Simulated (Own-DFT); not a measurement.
## Calculated data, AlN (wurtzite, atoms displaced)

Computed with Own-DFT development build. A calculation, not a measurement: plane-wave PBE density functional theory by an unreviewed code, no spin, of a simulated periodic cell, stress positive in tension, free energy of the whole cell less one offset for each atom, forces on such cells passed a denser k mesh, this cell's mesh not checked; offsets are fitted by least squares, one for each functional and potential file, so energies compare only between cells with the same atoms and settings and are not formation energies; the far tail of each file's local potential was reset to the Coulomb form; each entry is a single point on an unrelaxed cell, so the pressure reflects the starting lattice, mostly measured values (interpolated for alloys), from which strain is counted, and rises with the displacements; printed positions are rounded, which can move forces by about a meV/angstrom; the program, named Own-DFT, is a retired in-house code; no spin-orbit coupling.

```cif
# cell vector a (Å): 12.4480 0.0000 0.0000
# cell vector b (Å): -6.2240 10.7803 0.0000
# cell vector c (Å): 0.0000 0.0000 9.9640
data_AlN
_symmetry_space_group_name_H-M 'P 1'
_symmetry_Int_Tables_number 1
_cell_length_a 12.4480
_cell_length_b 12.4480
_cell_length_c 9.9640
_cell_angle_alpha 90.000
_cell_angle_beta 90.000
_cell_angle_gamma 120.000
_cell_volume 1337.10
loop_
_atom_site_label
_atom_site_type_symbol
_atom_site_fract_x
_atom_site_fract_y
_atom_site_fract_z
_atom_site_occupancy
Al1 Al 0.08333 0.16666 0.00212 1
Al2 Al 0.16600 0.08507 0.24826 1
N1 N 0.08385 0.16911 0.19174 1
N2 N 0.16430 0.08582 0.44554 1
Al3 Al 0.08201 0.16676 0.50258 1
Al4 Al 0.16659 0.08115 0.74925 1
N3 N 0.08557 0.16844 0.68761 1
N4 N 0.16444 0.07941 0.94244 1
Al5 Al 0.08233 0.41513 0.99532 1
Al6 Al 0.16524 0.33148 0.24626 1
N5 N 0.08569 0.41594 0.19178 1
N6 N 0.16535 0.33408 0.44132 1
Al7 Al 0.08392 0.41838 0.49659 1
Al8 Al 0.16760 0.33428 0.74857 1
N7 N 0.08297 0.41646 0.68767 1
N8 N 0.16710 0.33397 0.94161 1
Al9 Al 0.08440 0.66859 0.99655 1
Al10 Al 0.16584 0.58195 0.25144 1
N9 N 0.08361 0.66627 0.19408 1
N10 N 0.16704 0.58288 0.44130 1
Al11 Al 0.08263 0.66760 0.49972 1
Al12 Al 0.16431 0.58202 0.75188 1
N11 N 0.08571 0.66705 0.69425 1
N12 N 0.16584 0.58455 0.94756 1
Al13 Al 0.08309 0.91599 0.99964 1
Al14 Al 0.16823 0.83452 0.25445 1
N13 N 0.08603 0.92035 0.18951 1
N14 N 0.16411 0.83308 0.44403 1
Al15 Al 0.08482 0.91662 0.50020 1
Al16 Al 0.16669 0.83506 0.75059 1
N15 N 0.08278 0.91587 0.69023 1
N16 N 0.17040 0.83547 0.93902 1
Al17 Al 0.33295 0.16677 0.00093 1
Al18 Al 0.41712 0.08157 0.24886 1
N17 N 0.33130 0.16523 0.19054 1
N18 N 0.41788 0.08207 0.43751 1
Al19 Al 0.32950 0.16671 0.49877 1
Al20 Al 0.41498 0.08351 0.75046 1
N19 N 0.33407 0.16347 0.69168 1
N20 N 0.41543 0.08034 0.94107 1
Al21 Al 0.33360 0.41561 0.00471 1
Al22 Al 0.41502 0.33077 0.24984 1
N21 N 0.33414 0.41912 0.19039 1
N22 N 0.41681 0.33522 0.44053 1
Al23 Al 0.33375 0.41825 0.49864 1
Al24 Al 0.41607 0.33128 0.74843 1
N23 N 0.33059 0.41615 0.69061 1
N24 N 0.42175 0.33580 0.94123 1
Al25 Al 0.33065 0.66576 0.00324 1
Al26 Al 0.41512 0.58141 0.24978 1
N25 N 0.33511 0.66842 0.19092 1
N26 N 0.41384 0.58215 0.44330 1
Al27 Al 0.32979 0.66555 0.49649 1
Al28 Al 0.42112 0.58508 0.75032 1
N27 N 0.32893 0.66286 0.68912 1
N28 N 0.41605 0.58306 0.94138 1
Al29 Al 0.33623 0.91976 0.99999 1
Al30 Al 0.42289 0.83781 0.25186 1
N29 N 0.33371 0.91752 0.18995 1
N30 N 0.41788 0.83508 0.44073 1
Al31 Al 0.33231 0.91641 0.50114 1
Al32 Al 0.41486 0.83135 0.74612 1
N31 N 0.33549 0.91860 0.69013 1
N32 N 0.41707 0.83386 0.94166 1
Al33 Al 0.58405 0.16438 0.00178 1
Al34 Al 0.66516 0.08005 0.24793 1
N33 N 0.58382 0.16938 0.19257 1
N34 N 0.66924 0.08311 0.44172 1
Al35 Al 0.58218 0.16830 0.49958 1
Al36 Al 0.66564 0.08311 0.75168 1
N35 N 0.58277 0.16510 0.69099 1
N36 N 0.66897 0.08565 0.94136 1
Al37 Al 0.58123 0.41777 0.99917 1
Al38 Al 0.66835 0.33412 0.24939 1
N37 N 0.58326 0.41592 0.18834 1
N38 N 0.67065 0.33417 0.44143 1
Al39 Al 0.58432 0.41770 0.49951 1
Al40 Al 0.66786 0.33473 0.74981 1
N39 N 0.58426 0.41645 0.69528 1
N40 N 0.66975 0.33423 0.94300 1
Al41 Al 0.58476 0.66970 0.00201 1
Al42 Al 0.66744 0.58108 0.25089 1
N41 N 0.58421 0.66518 0.19060 1
N42 N 0.66628 0.58731 0.44156 1
Al43 Al 0.58143 0.66737 0.49920 1
Al44 Al 0.66513 0.58616 0.75009 1
N43 N 0.58304 0.66442 0.68899 1
N44 N 0.67058 0.58599 0.93626 1
Al45 Al 0.58380 0.91750 0.00104 1
Al46 Al 0.66917 0.83444 0.24894 1
N45 N 0.58417 0.91713 0.18821 1
N46 N 0.66618 0.83495 0.44482 1
Al47 Al 0.58220 0.91590 0.50098 1
Al48 Al 0.66575 0.83254 0.75124 1
N47 N 0.58213 0.91585 0.69275 1
N48 N 0.66578 0.83213 0.94148 1
Al49 Al 0.83369 0.16559 0.99987 1
Al50 Al 0.91936 0.08364 0.25088 1
N49 N 0.83418 0.16564 0.18993 1
N50 N 0.92013 0.08272 0.43985 1
Al51 Al 0.83063 0.16563 0.50000 1
Al52 Al 0.91639 0.08418 0.74885 1
N51 N 0.83174 0.16587 0.69442 1
N52 N 0.91640 0.08256 0.94041 1
Al53 Al 0.83355 0.41692 0.00223 1
Al54 Al 0.91855 0.33416 0.24649 1
N53 N 0.83599 0.41710 0.18771 1
N54 N 0.91714 0.33390 0.44342 1
Al55 Al 0.83407 0.41484 0.50104 1
Al56 Al 0.91702 0.33234 0.74970 1
N55 N 0.83058 0.41461 0.68753 1
N56 N 0.91627 0.33669 0.94373 1
Al57 Al 0.83541 0.66790 0.99958 1
Al58 Al 0.91566 0.58247 0.25070 1
N57 N 0.83394 0.66923 0.18922 1
N58 N 0.92001 0.58283 0.44159 1
Al59 Al 0.82994 0.66643 0.49939 1
Al60 Al 0.91936 0.58144 0.75085 1
N59 N 0.83461 0.66825 0.69234 1
N60 N 0.91434 0.58253 0.93842 1
Al61 Al 0.83322 0.91425 0.99668 1
Al62 Al 0.91856 0.83302 0.24898 1
N61 N 0.83426 0.91958 0.19088 1
N62 N 0.91535 0.83274 0.44184 1
Al63 Al 0.83311 0.91641 0.49946 1
Al64 Al 0.91919 0.83478 0.75019 1
N63 N 0.83552 0.91956 0.68957 1
N64 N 0.91650 0.83440 0.94087 1
_calc_functional 'PBE'
_calc_potential_files 'PseudoDojo norm-conserving, scalar-relativistic, standard set'
_calc_wave_cutoff 42  # hartree
_calc_occupations 'Fermi-Dirac'
_calc_smearing_width 0.1  # eV
_calc_hardware 'one NVIDIA H100'
_calc_k_mesh '2 x 2 x 2 centred on Gamma'
_calc_free_energy_of_cell_above_offsets '-62.302'  # eV
_calc_pressure 3.75  # GPa
_calc_stress_xx -3.93  # GPa
_calc_stress_yy -3.81  # GPa
_calc_stress_zz -3.51  # GPa
_calc_stress_yz -0.2  # GPa
_calc_stress_xz -0.13  # GPa
_calc_stress_xy -0.37  # GPa
_calc_wall_time 382  # s
```

Force:
```tsv
element	x (eV/Å)	y (eV/Å)	z (eV/Å)
Al	-0.097	-0.176	-0.569
Al	0.054	-0.125	0.655
N	0.351	-0.583	-0.401
N	0.716	-0.664	-1.007
Al	-0.103	0.63	-0.469
Al	-0.396	0.421	0.141
N	-0.156	-0.38	1.157
N	0.029	1.021	-0.362
Al	-0.025	0.454	0.982
Al	0.197	0.748	1.051
N	-0.508	0.153	-0.534
N	0.492	-0.159	-0.485
Al	0.047	-0.462	0.394
Al	-0.24	-0.112	0.076
N	-0.148	-0.006	0.684
N	0.256	-0.352	-0.158
Al	-0.429	-0.085	0.853
Al	0.215	0.307	-0.429
N	-0.26	0.398	-0.486
N	-0.699	0.376	-0.288
Al	0.486	-0.382	0.447
Al	0.625	-0.057	0.139
N	-0.436	0.175	-0.513
N	0.17	-0.515	-1.1
Al	0.283	-0.219	0.079
Al	-0.123	-0.229	-0.777
N	0.012	-0.661	0.444
N	0.731	0.205	-0.27
Al	-1.079	0.24	0.067
Al	0.563	-0.188	-0.178
N	0.269	0.194	0.048
N	-0.594	-0.126	0.33
Al	0.25	-0.122	-0.353
Al	-0.323	0.424	0.005
N	0.247	0.201	0.171
N	-0.876	0.288	0.47
Al	0.94	-0.003	0.086
Al	1.061	-0.219	0.122
N	-0.825	0.564	-0.346
N	-0.012	1.167	0.06
Al	0.035	0.452	-1.161
Al	0.109	0.533	-0.092
N	0.239	-0.993	0.45
N	0.3	-0.334	0.034
Al	-0.528	-0.48	0.401
Al	-0.23	0.424	0.171
N	1.085	0.165	-0.03
N	-1.427	-0.965	-0.157
Al	0.615	0.443	-0.431
Al	0.128	0.794	0.192
N	-0.094	0	0.7
N	0.335	0.5	-0.672
Al	0.561	0.263	0.636
Al	-1.264	-0.625	0.063
N	0.56	0.497	0.116
N	0.165	0.085	0.16
Al	-0.01	-1.019	0.047
Al	-0.997	-0.886	-0.461
N	0.296	-0.254	0.369
N	-0.26	-0.316	0.109
Al	0.225	0.246	-0.119
Al	-0.011	-0.139	0.741
N	-0.492	-0.393	-0.009
N	0.039	-0.136	-0.265
Al	-0.478	0.845	-0.309
Al	0.262	1.089	0.493
N	0.392	-0.777	-0.173
N	-1.043	-0.254	-0.404
Al	0.675	-0.45	0.104
Al	-0.053	-0.102	-0.185
N	-0.316	0.38	-0.013
N	-0.081	-0.652	0.177
Al	1.571	0.476	-0.27
Al	0.099	0.137	-0.065
N	-0.066	0.013	0.664
N	-0.976	0.14	-0.347
Al	0.124	0.007	0.431
Al	0.018	-0.51	0.528
N	-0.457	0.201	-0.969
N	-0.732	-0.385	-0.185
Al	0.137	-1.014	-0.32
Al	-0.407	0.423	-0.306
N	-0.18	0.273	0.467
N	0.224	-0.957	-0.26
Al	-0.154	0.104	-0.025
Al	1.321	-0.536	-0.115
N	-0.353	0.885	-0.02
N	-0.79	-0.085	1.094
Al	-0.108	-0.151	-0.766
Al	-0.137	-0.306	0.388
N	0.375	-0.12	0.418
N	0.115	-0.323	-0.832
Al	0.12	0.476	0.355
Al	0.262	0.218	-0.407
N	0.175	-0.045	-0.152
N	0.027	0.495	-0.106
Al	0.074	0.454	0.008
Al	-0.606	0.11	0.008
N	-0.161	0.078	0.195
N	-1.055	0.069	0.26
Al	1.055	0.273	0.145
Al	0.407	0.131	0.116
N	0.121	0.047	-0.532
N	0.196	0.088	-0.036
Al	-0.271	0.287	-0.572
Al	0.038	-0.346	0.616
N	-0.475	0.085	0.908
N	0.091	-0.375	-0.789
Al	0.088	0.51	-0.207
Al	-0.405	0.234	0.027
N	0.757	0.341	0.709
N	0.626	-0.815	-0.67
Al	-0.333	-0.245	-0.398
Al	0.351	0.276	-0.082
N	0.32	-0.653	0.308
N	-1.264	-0.084	-0.079
Al	1.073	0.112	0.556
Al	-1.04	0.133	-0.505
N	0.057	-0.298	-0.331
N	0.726	0.306	0.558
Al	-0.407	0.66	0.574
Al	-0.435	0.55	0.27
N	0.512	-0.598	-0.281
N	0.438	0.085	-0.401
Al	0.1	0.229	0.092
Al	-0.597	-0.317	-0.226
N	-0.19	-0.64	0.401
N	0.595	-0.191	-0.062
```
